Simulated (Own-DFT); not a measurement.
# How strain changes the stress of wurtzite AlGaN with randomly placed atoms, 72 atoms (Al9Ga27N36)

These are calculations, not measurements. The program, named Own-DFT, is a retired in-house plane-wave density functional code that no person has reviewed. Each row is one single-point run on a periodic cell that was not relaxed, without spin or spin-orbit coupling.

Settings of every run: PBE; PseudoDojo norm-conserving scalar-relativistic files (stringent for Ga); cutoff 96 hartree; 4 x 4 x 3 k mesh centred on Gamma; Gaussian smearing of 0.01 eV.

Known limits: forces on such cells passed a denser k mesh, each cell not checked; stress not checked against mesh or cutoff.

Unstrained cell vectors in Å: (9.509, 0.000, 0.000); (-4.755, 8.235, 0.000); (0.000, 0.000, 10.268). The unstrained cell has measured lattice constants (interpolated for alloys), not those of this functional. That, the random moves and any unrelaxed bonds set the pressure at no strain. Each run strains this cell uniformly, with the atoms carried along. Every atom was also moved at random, by a Gaussian of width 0.05 Å on each axis. The random placing of the alloy's atoms differs from row to row. Strain is the symmetric tensor, in per cent. Stress is positive in tension, and the pressure is minus a third of its trace.

```
run,e_xx (%),e_yy (%),e_zz (%),s_xx (GPa),s_yy (GPa),s_zz (GPa),P (GPa),E (meV/atom)
1,-1.50,-1.50,0.00,-13.91,-17.60,-7.77,13.10,15.8
2,2.25,2.25,0.00,4.15,3.96,-3.50,-1.54,1.9
3,3.00,3.00,0.00,7.08,8.35,-4.87,-3.52,9.8
4,-2.25,-2.25,0.00,-18.16,-23.12,-10.06,17.11,43.1
5,1.75,1.75,0.00,2.04,1.54,-5.17,0.53,8.6
6,2.00,2.00,0.00,2.50,2.81,-3.77,-0.52,0.0
7,-1.25,-1.25,0.00,-13.91,-15.64,-8.45,12.67,31.3
8,-2.50,-2.50,0.00,-21.99,-20.77,-14.06,18.94,71.2
9,0.25,0.25,0.00,?,?,?,?,?
```

E is the free energy for each atom above the lowest run shown.

## Worked fit

The change of volume is close to e_xx + e_yy + e_zz. A straight line through the runs shown gives P = 7.95 - 203 x (fractional change of volume) GPa, with an error of 6 on the slope and a scatter of 0.69 GPa. The strain isn't the same on all axes and the cell isn't cubic, so the slope belongs to this path and is not the bulk modulus.

## Withheld run

Question: what pressure should run 9 give? Its volume changes by 0.50 %.

The line gives 6.9 GPa. The calculation gave 6.20 GPa.
